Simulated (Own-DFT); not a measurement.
## Calculated data, SiSnGe₆ (diamond-structure random alloy, strained, atoms displaced)

A calculation, not a measurement: plane-wave density functional theory by an unreviewed code, no spin, of a simulated periodic cell, stress positive in tension, run twice, with PBE and with PBEsol, both on files made for PBE, so the change isn't that of files made for PBEsol, forces on such cells moved up to 12 meV/angstrom on a denser k mesh; the far tail of each file's local potential was reset to the Coulomb form; each entry is a single point on an unrelaxed cell, so the pressure reflects the starting lattice, mostly measured values (interpolated for alloys), from which strain is counted, and rises with the displacements; printed positions are rounded, which can move forces by about a meV/angstrom; the program, named Own-DFT, is a retired in-house code; no spin-orbit coupling; stress was not checked against mesh or cutoff. Program: Own-DFT development build.

Settings shared by all entries: functional PBE, then PBEsol; potential files PseudoDojo norm-conserving, scalar-relativistic, standard set; wave cutoff 49 hartree; occupations Fermi-Dirac; smearing width 0.1 eV; k mesh 3 x 3 x 3 centred on Gamma.

(1) SiSnGe₆ (diamond-structure random alloy, strained, atoms displaced)

```cif
# cell vector a (Å): 11.2090 0.0000 0.0000
# cell vector b (Å): 0.0000 11.2090 0.0000
# cell vector c (Å): 0.0000 0.0000 11.4670
data_SiSnGe6
_symmetry_space_group_name_H-M 'P 1'
_symmetry_Int_Tables_number 1
_cell_length_a 11.2090
_cell_length_b 11.2090
_cell_length_c 11.4670
_cell_angle_alpha 90.000
_cell_angle_beta 90.000
_cell_angle_gamma 90.000
_cell_volume 1440.73
loop_
_atom_site_label
_atom_site_type_symbol
_atom_site_fract_x
_atom_site_fract_y
_atom_site_fract_z
_atom_site_occupancy
Ge1 Ge 0.99610 0.00437 0.00335 1
Ge2 Ge 0.00176 0.24445 0.25112 1
Ge3 Ge 0.24966 0.99963 0.24692 1
Ge4 Ge 0.25053 0.25228 0.99840 1
Ge5 Ge 0.11427 0.12644 0.13057 1
Sn1 Sn 0.11986 0.37991 0.37513 1
Ge6 Ge 0.37504 0.12486 0.37010 1
Ge7 Ge 0.37051 0.37247 0.12729 1
Sn2 Sn 0.00087 0.99615 0.49237 1
Ge8 Ge 0.00200 0.24939 0.74722 1
Si1 Si 0.24827 0.00103 0.74603 1
Ge9 Ge 0.24421 0.25571 0.50252 1
Sn3 Sn 0.12561 0.12152 0.62575 1
Ge10 Ge 0.12305 0.37879 0.87604 1
Si2 Si 0.36872 0.12881 0.87358 1
Ge11 Ge 0.37423 0.37212 0.62633 1
Sn4 Sn 0.00233 0.50373 0.99426 1
Ge12 Ge 0.00040 0.75249 0.24648 1
Ge13 Ge 0.24539 0.49818 0.25068 1
Ge14 Ge 0.24917 0.74256 0.00454 1
Ge15 Ge 0.12755 0.63230 0.13035 1
Ge16 Ge 0.12716 0.88142 0.37170 1
Ge17 Ge 0.36269 0.62361 0.37195 1
Ge18 Ge 0.37195 0.88301 0.12453 1
Sn5 Sn 0.99307 0.48995 0.50543 1
Ge19 Ge 0.00611 0.74742 0.75424 1
Ge20 Ge 0.24596 0.49359 0.75633 1
Sn6 Sn 0.25160 0.75026 0.50440 1
Ge21 Ge 0.12830 0.62541 0.62491 1
Ge22 Ge 0.12523 0.87368 0.88442 1
Si3 Si 0.37269 0.62684 0.87800 1
Ge23 Ge 0.37133 0.87478 0.62409 1
Ge24 Ge 0.50961 0.99896 0.00232 1
Sn7 Sn 0.49864 0.24198 0.24883 1
Ge25 Ge 0.75262 0.00463 0.24816 1
Ge26 Ge 0.75019 0.25297 0.00431 1
Ge27 Ge 0.63105 0.12346 0.12120 1
Ge28 Ge 0.62268 0.38134 0.37467 1
Ge29 Ge 0.88584 0.13447 0.37719 1
Sn8 Sn 0.87733 0.37581 0.11940 1
Ge30 Ge 0.50227 0.00170 0.50525 1
Ge31 Ge 0.49423 0.25049 0.75367 1
Ge32 Ge 0.75246 0.00439 0.74332 1
Ge33 Ge 0.74538 0.25239 0.50178 1
Si4 Si 0.62206 0.12465 0.62910 1
Ge34 Ge 0.62927 0.37974 0.87842 1
Ge35 Ge 0.88139 0.12185 0.87628 1
Si5 Si 0.87368 0.37262 0.62610 1
Ge36 Ge 0.49949 0.49469 0.99882 1
Ge37 Ge 0.50335 0.74980 0.25134 1
Ge38 Ge 0.74398 0.49679 0.24806 1
Ge39 Ge 0.74399 0.75575 0.00032 1
Ge40 Ge 0.62576 0.61772 0.12328 1
Ge41 Ge 0.62507 0.87534 0.37284 1
Si6 Si 0.87738 0.61812 0.36796 1
Ge42 Ge 0.87282 0.86734 0.12646 1
Ge43 Ge 0.50178 0.49888 0.50337 1
Si7 Si 0.50509 0.74974 0.74379 1
Ge44 Ge 0.75218 0.49965 0.74472 1
Ge45 Ge 0.74997 0.75496 0.50185 1
Ge46 Ge 0.62534 0.63111 0.62360 1
Ge47 Ge 0.62546 0.87289 0.88003 1
Ge48 Ge 0.87390 0.62246 0.87284 1
Si8 Si 0.87686 0.87706 0.62291 1
```

- PBE pressure: 8.94 GPa
- PBE stress xx: -9.39 GPa
- PBE stress yy: -9.35 GPa
- PBE stress zz: -8.09 GPa
- PBE stress yz: 0.02 GPa
- PBE stress xz: 1 GPa
- PBE stress xy: 0.04 GPa
- PBEsol pressure: 5.9 GPa
- PBEsol stress xx: -6.35 GPa
- PBEsol stress yy: -6.31 GPa
- PBEsol stress zz: -5.05 GPa
- PBEsol stress yz: 0.02 GPa
- PBEsol stress xz: 0.97 GPa
- PBEsol stress xy: 0.04 GPa
- rms change of force components from PBE to PBEsol: 0.045 eV/Å

Force:
| force element | PBE force x (eV/Å) | PBE force y (eV/Å) | PBE force z (eV/Å) | PBEsol force x (eV/Å) | PBEsol force y (eV/Å) | PBEsol force z (eV/Å) |
| --- | --- | --- | --- | --- | --- | --- |
| Ge | 0.236 | -1.183 | 0.345 | 0.227 | -1.141 | 0.334 |
| Ge | -0.459 | 0.338 | -0.319 | -0.447 | 0.311 | -0.304 |
| Ge | -0.297 | 0.708 | 0.063 | -0.288 | 0.682 | 0.068 |
| Ge | -0.72 | -0.543 | 0.154 | -0.73 | -0.474 | 0.187 |
| Ge | 1.716 | -0.458 | -1.063 | 1.649 | -0.445 | -1.019 |
| Sn | 1.649 | -2.142 | -1.777 | 1.616 | -2.101 | -1.731 |
| Ge | -1.735 | -1.356 | 2.613 | -1.682 | -1.32 | 2.526 |
| Ge | -0.327 | 0.996 | -0.915 | -0.321 | 0.962 | -0.895 |
| Sn | -1.683 | -0.689 | 0.317 | -1.588 | -0.614 | 0.251 |
| Ge | -1.263 | 1.287 | 1.298 | -1.195 | 1.215 | 1.298 |
| Si | 1.491 | -1.361 | 2.462 | 1.43 | -1.376 | 2.372 |
| Ge | 2.347 | -0.581 | -0.583 | 2.281 | -0.561 | -0.562 |
| Sn | 0.785 | 0.915 | 0.518 | 0.714 | 0.958 | 0.451 |
| Ge | 0.996 | -2.257 | -1.182 | 0.98 | -2.184 | -1.162 |
| Si | 0.497 | -1.151 | 0.091 | 0.52 | -1.08 | 0.124 |
| Ge | 0.045 | 0.462 | 0.041 | 0.038 | 0.444 | 0.043 |
| Sn | 1.364 | 2.043 | 0.371 | 1.322 | 1.98 | 0.351 |
| Ge | -0.073 | -0.365 | 1.205 | -0.035 | -0.328 | 1.121 |
| Ge | 1.078 | 1.041 | -1.55 | 1.047 | 1.026 | -1.496 |
| Ge | 0.938 | 1.052 | -0.418 | 0.855 | 1.055 | -0.358 |
| Ge | 0.146 | -0.504 | 0.327 | 0.148 | -0.478 | 0.312 |
| Ge | 0.726 | -1.657 | -1.99 | 0.704 | -1.599 | -1.94 |
| Ge | 2.523 | -0.883 | -0.646 | 2.444 | -0.858 | -0.626 |
| Ge | 0.866 | -1.172 | -0.321 | 0.839 | -1.134 | -0.3 |
| Sn | -1.415 | 3.472 | 1.343 | -1.282 | 3.393 | 1.285 |
| Ge | -0.785 | 0.656 | -0.488 | -0.735 | 0.6 | -0.442 |
| Ge | 1.123 | 1.181 | -0.606 | 1.047 | 1.108 | -0.614 |
| Sn | -0.84 | 0.263 | -1.288 | -0.817 | 0.251 | -1.255 |
| Ge | -0.88 | -1.047 | 1.975 | -0.854 | -1.014 | 1.933 |
| Ge | 0.379 | 0.56 | -0.708 | 0.334 | 0.504 | -0.662 |
| Si | 0.755 | -0.287 | -0.826 | 0.705 | -0.312 | -0.774 |
| Ge | 2.03 | 1.53 | 2.06 | 1.973 | 1.482 | 1.924 |
| Ge | -1.651 | 0.663 | -0.687 | -1.564 | 0.616 | -0.628 |
| Sn | 1.115 | 1.221 | -0.447 | 1.073 | 1.189 | -0.435 |
| Ge | 0.524 | -0.259 | 0.657 | 0.502 | -0.257 | 0.622 |
| Ge | -0.824 | -1.691 | -2.15 | -0.799 | -1.642 | -2.08 |
| Ge | 0.58 | -0.5 | -0.495 | 0.564 | -0.492 | -0.481 |
| Ge | 0.365 | -0.269 | 0.763 | 0.361 | -0.258 | 0.742 |
| Ge | -2.8 | 0.182 | -0.596 | -2.702 | 0.176 | -0.597 |
| Sn | -0.536 | -0.937 | 2.565 | -0.539 | -0.925 | 2.495 |
| Ge | -0.204 | -0.002 | -0.532 | -0.239 | -0.044 | -0.559 |
| Ge | 0.76 | -0.245 | 0.165 | 0.731 | -0.17 | 0.144 |
| Ge | 0.019 | -0.592 | 0.559 | 0.036 | -0.571 | 0.609 |
| Ge | 0.162 | -0.152 | 0.231 | 0.169 | -0.139 | 0.159 |
| Si | -0.055 | 0.571 | -0.149 | -0.057 | 0.56 | -0.147 |
| Ge | -0.231 | -0.684 | -0.8 | -0.23 | -0.657 | -0.761 |
| Ge | -1.099 | 0.924 | -0.494 | -1.057 | 0.894 | -0.475 |
| Si | -1.734 | -1.792 | 1.666 | -1.703 | -1.766 | 1.639 |
| Ge | -0.824 | 0.759 | 0.06 | -0.755 | 0.703 | 0.093 |
| Ge | -0.861 | -0.291 | -0.454 | -0.833 | -0.276 | -0.436 |
| Ge | 0.493 | 1.022 | 0.935 | 0.44 | 0.966 | 0.873 |
| Ge | 0.792 | -1.588 | 0.157 | 0.77 | -1.535 | 0.155 |
| Ge | -0.528 | 0.898 | -0.148 | -0.509 | 0.864 | -0.14 |
| Ge | 0.169 | 0.533 | 0.395 | 0.159 | 0.513 | 0.389 |
| Si | -1.188 | 1.376 | -0.083 | -1.168 | 1.348 | -0.089 |
| Ge | -0.148 | 1.151 | -0.291 | -0.141 | 1.123 | -0.282 |
| Ge | -0.842 | 0.63 | -0.221 | -0.813 | 0.6 | -0.218 |
| Si | -1.141 | 0.224 | 1.375 | -1.086 | 0.246 | 1.308 |
| Ge | -0.177 | 0.01 | 0.083 | -0.198 | 0.048 | 0.129 |
| Ge | 0.951 | -0.421 | -0.779 | 0.855 | -0.416 | -0.76 |
| Ge | 0.097 | -0.578 | -0.037 | 0.133 | -0.597 | -0.081 |
| Ge | -0.327 | 0.394 | -1.959 | -0.285 | 0.406 | -1.839 |
| Ge | -1.469 | 1.836 | -1.043 | -1.412 | 1.777 | -1.02 |
| Si | -0.604 | -1.258 | 1.249 | -0.599 | -1.235 | 1.229 |

(2) SiSnGe₆ (diamond-structure random alloy, strained, atoms displaced)

```cif
# cell vector a (Å): 11.2090 0.0000 0.0000
# cell vector b (Å): 0.0000 11.2090 0.0000
# cell vector c (Å): 0.0000 0.0000 11.4670
data_SiSnGe6
_symmetry_space_group_name_H-M 'P 1'
_symmetry_Int_Tables_number 1
_cell_length_a 11.2090
_cell_length_b 11.2090
_cell_length_c 11.4670
_cell_angle_alpha 90.000
_cell_angle_beta 90.000
_cell_angle_gamma 90.000
_cell_volume 1440.73
loop_
_atom_site_label
_atom_site_type_symbol
_atom_site_fract_x
_atom_site_fract_y
_atom_site_fract_z
_atom_site_occupancy
Ge1 Ge 0.99883 0.99815 0.99724 1
Ge2 Ge 0.00023 0.25321 0.24603 1
Ge3 Ge 0.25401 0.00203 0.25302 1
Ge4 Ge 0.25703 0.24838 0.00451 1
Ge5 Ge 0.12828 0.12721 0.13217 1
Si1 Si 0.13152 0.37374 0.36842 1
Ge6 Ge 0.37614 0.12366 0.37682 1
Ge7 Ge 0.37277 0.37156 0.12357 1
Ge8 Ge 0.00564 0.99398 0.49838 1
Ge9 Ge 0.99911 0.24731 0.75130 1
Sn1 Sn 0.25124 0.99643 0.74750 1
Si2 Si 0.24521 0.24405 0.50337 1
Ge10 Ge 0.12518 0.12278 0.62651 1
Ge11 Ge 0.13184 0.37698 0.87852 1
Ge12 Ge 0.36869 0.12367 0.87772 1
Ge13 Ge 0.37349 0.37903 0.62269 1
Sn2 Sn 0.00130 0.49820 0.00147 1
Ge14 Ge 0.00423 0.74838 0.25100 1
Ge15 Ge 0.24739 0.49911 0.24298 1
Ge16 Ge 0.25010 0.75224 0.00093 1
Ge17 Ge 0.12137 0.62564 0.12321 1
Ge18 Ge 0.12255 0.87512 0.37181 1
Ge19 Ge 0.37381 0.62506 0.37988 1
Sn3 Sn 0.37991 0.86588 0.13229 1
Ge20 Ge 0.99988 0.50012 0.49046 1
Si3 Si 0.00415 0.74911 0.74962 1
Ge21 Ge 0.25154 0.50354 0.74665 1
Ge22 Ge 0.24647 0.74863 0.49666 1
Ge23 Ge 0.13121 0.62519 0.63140 1
Ge24 Ge 0.12649 0.88174 0.86917 1
Si4 Si 0.37961 0.62968 0.88316 1
Ge25 Ge 0.37482 0.87948 0.62242 1
Ge26 Ge 0.49952 0.00116 0.00653 1
Ge27 Ge 0.50193 0.24433 0.26036 1
Ge28 Ge 0.75716 0.00435 0.24948 1
Sn4 Sn 0.74477 0.25394 0.00052 1
Ge29 Ge 0.62452 0.11969 0.12532 1
Sn5 Sn 0.62166 0.37043 0.37857 1
Si5 Si 0.87357 0.13556 0.37673 1
Ge30 Ge 0.88048 0.38036 0.12462 1
Ge31 Ge 0.49257 0.99457 0.49753 1
Sn6 Sn 0.49848 0.25530 0.75566 1
Si6 Si 0.74479 0.99799 0.74424 1
Ge32 Ge 0.75049 0.24619 0.50655 1
Ge33 Ge 0.62352 0.12567 0.62282 1
Ge34 Ge 0.62602 0.37467 0.86747 1
Ge35 Ge 0.87513 0.11873 0.87713 1
Ge36 Ge 0.87422 0.38259 0.62444 1
Ge37 Ge 0.49895 0.50076 0.99879 1
Ge38 Ge 0.50004 0.75746 0.24816 1
Ge39 Ge 0.74806 0.49611 0.24969 1
Ge40 Ge 0.74397 0.75312 0.00012 1
Ge41 Ge 0.62736 0.62486 0.11945 1
Sn7 Sn 0.61782 0.88019 0.37421 1
Ge42 Ge 0.87459 0.61966 0.37506 1
Ge43 Ge 0.87303 0.87733 0.11456 1
Ge44 Ge 0.49642 0.50287 0.50151 1
Si7 Si 0.50154 0.75060 0.74996 1
Si8 Si 0.74760 0.50476 0.75243 1
Ge45 Ge 0.75453 0.75232 0.49963 1
Ge46 Ge 0.62667 0.63148 0.62480 1
Sn8 Sn 0.63061 0.88294 0.87707 1
Ge47 Ge 0.87573 0.61647 0.87266 1
Ge48 Ge 0.87085 0.87580 0.62876 1
```

* PBE pressure: 8.77 GPa
* PBE stress xx: -9.33 GPa
* PBE stress yy: -9.13 GPa
* PBE stress zz: -7.83 GPa
* PBE stress yz: 0.32 GPa
* PBE stress xz: -0.11 GPa
* PBE stress xy: -0.05 GPa
* PBEsol pressure: 5.73 GPa
* PBEsol stress xx: -6.29 GPa
* PBEsol stress yy: -6.1 GPa
* PBEsol stress zz: -4.79 GPa
* PBEsol stress yz: 0.31 GPa
* PBEsol stress xz: -0.11 GPa
* PBEsol stress xy: -0.05 GPa
* rms change of force components from PBE to PBEsol: 0.046 eV/Å

Force:
| force element | PBE force x (eV/Å) | PBE force y (eV/Å) | PBE force z (eV/Å) | PBEsol force x (eV/Å) | PBEsol force y (eV/Å) | PBEsol force z (eV/Å) |
| --- | --- | --- | --- | --- | --- | --- |
| Ge | 0.98 | 0.42 | 0.382 | 0.932 | 0.403 | 0.357 |
| Ge | -0.04 | 0.039 | 1.152 | -0.037 | 0.044 | 1.044 |
| Ge | -0.949 | 0.28 | 0.585 | -0.919 | 0.274 | 0.577 |
| Ge | -1.157 | -0.133 | -0.388 | -1.115 | -0.124 | -0.377 |
| Ge | -0.315 | -0.456 | -0.868 | -0.3 | -0.43 | -0.837 |
| Si | -0.318 | -0.448 | 0.741 | -0.343 | -0.399 | 0.678 |
| Ge | -0.961 | 0.447 | 0.77 | -0.889 | 0.391 | 0.71 |
| Ge | 1.179 | 0.249 | 0.835 | 1.127 | 0.242 | 0.8 |
| Ge | -1.365 | 1.069 | 0.075 | -1.29 | 1.007 | 0.096 |
| Ge | 0.034 | 0.569 | 0.115 | 0.037 | 0.541 | 0.115 |
| Sn | 0.424 | 1.047 | -0.153 | 0.403 | 1.023 | -0.145 |
| Si | 0.366 | 0.961 | -0.735 | 0.393 | 0.899 | -0.682 |
| Ge | -1.154 | 1.144 | -1.203 | -1.149 | 1.069 | -1.127 |
| Ge | 0.801 | -1.413 | -1.377 | 0.776 | -1.369 | -1.335 |
| Ge | 0.962 | -0.046 | 1.617 | 0.937 | -0.033 | 1.579 |
| Ge | -1.228 | -0.106 | -0.929 | -1.159 | -0.061 | -0.863 |
| Sn | 0.433 | 0.338 | -0.896 | 0.417 | 0.329 | -0.864 |
| Ge | -1.162 | 0.24 | -0.463 | -1.112 | 0.224 | -0.448 |
| Ge | 0.391 | 0.207 | 0.735 | 0.403 | 0.228 | 0.671 |
| Ge | -1.022 | -0.858 | -1.277 | -1.019 | -0.808 | -1.198 |
| Ge | 1.445 | 1.268 | 0.927 | 1.408 | 1.23 | 0.91 |
| Ge | 0.679 | -0.063 | -0.037 | 0.661 | -0.067 | -0.024 |
| Ge | -0.011 | 0.054 | -1.245 | -0.01 | 0.06 | -1.195 |
| Sn | -2.278 | 2.31 | -2.085 | -2.211 | 2.257 | -2.028 |
| Ge | 1.234 | -0.52 | 0.852 | 1.143 | -0.473 | 0.846 |
| Si | -0.643 | 0.045 | 0.226 | -0.626 | 0.045 | 0.222 |
| Ge | 0.929 | -0.097 | 1.481 | 0.869 | -0.122 | 1.397 |
| Ge | 0.115 | 0.45 | 0.485 | 0.118 | 0.432 | 0.465 |
| Ge | -1.35 | 0.409 | -1.087 | -1.26 | 0.367 | -1.08 |
| Ge | -1.801 | -2.469 | 1.819 | -1.72 | -2.362 | 1.798 |
| Si | -0.371 | 0.041 | -1.358 | -0.399 | 0.008 | -1.285 |
| Ge | 1.094 | -2.7 | -0.675 | 1.04 | -2.578 | -0.695 |
| Ge | -0.621 | 1.25 | -0.534 | -0.585 | 1.217 | -0.51 |
| Ge | -1.377 | -0.996 | -2.623 | -1.341 | -0.983 | -2.537 |
| Ge | 0.651 | 0.613 | -0.233 | 0.578 | 0.57 | -0.275 |
| Sn | 0.815 | -0.335 | 0.299 | 0.792 | -0.331 | 0.286 |
| Ge | -0.621 | 0.076 | 1.328 | -0.606 | 0.067 | 1.288 |
| Sn | 0.776 | 0.852 | 0.728 | 0.752 | 0.823 | 0.706 |
| Si | 0.827 | -0.95 | -0.085 | 0.806 | -0.929 | -0.087 |
| Ge | -1.348 | -1.118 | 2.001 | -1.308 | -1.09 | 1.949 |
| Ge | -0.391 | 2.124 | 1.613 | -0.393 | 2.063 | 1.557 |
| Sn | -1.09 | -1.346 | -1.3 | -1.054 | -1.303 | -1.265 |
| Si | 1.597 | 1.719 | -0.831 | 1.57 | 1.692 | -0.819 |
| Ge | 1.13 | -0.148 | 0.352 | 1.048 | -0.109 | 0.374 |
| Ge | 0.078 | -1.328 | -0.2 | 0.055 | -1.249 | -0.226 |
| Ge | 0.833 | 3.184 | 0.924 | 0.774 | 3.05 | 0.937 |
| Ge | -0.189 | -0.2 | -1.486 | -0.144 | -0.169 | -1.412 |
| Ge | 0.033 | -0.288 | 0.481 | 0.057 | -0.317 | 0.433 |
| Ge | 0.128 | -0.306 | -0.151 | 0.162 | -0.328 | -0.11 |
| Ge | 1.705 | -4.958 | 1.695 | 1.653 | -4.803 | 1.651 |
| Ge | 0.715 | 0.998 | -0.833 | 0.712 | 0.971 | -0.812 |
| Ge | 1.932 | -1.779 | 0.426 | 1.871 | -1.717 | 0.43 |
| Ge | -0.448 | -0.086 | 0.966 | -0.435 | -0.076 | 0.927 |
| Sn | 2.331 | -0.337 | -0.144 | 2.253 | -0.33 | -0.144 |
| Ge | -0.29 | 0.861 | -0.559 | -0.272 | 0.83 | -0.533 |
| Ge | 0.416 | -0.611 | 1.397 | 0.397 | -0.583 | 1.344 |
| Ge | -0.087 | 0.844 | 0.875 | -0.096 | 0.817 | 0.848 |
| Si | -0.965 | -0.351 | -0.178 | -0.913 | -0.312 | -0.221 |
| Si | -0.104 | -0.219 | -0.804 | -0.103 | -0.218 | -0.784 |
| Ge | 0.223 | -0.638 | 0.213 | 0.21 | -0.623 | 0.217 |
| Ge | -0.147 | -0.456 | 0.423 | -0.135 | -0.441 | 0.343 |
| Sn | -1.544 | -0.352 | -0.888 | -1.51 | -0.359 | -0.76 |
| Ge | -0.885 | 2.194 | -0.997 | -0.847 | 2.128 | -0.904 |
| Ge | 0.972 | -0.192 | 0.104 | 0.947 | -0.201 | 0.028 |
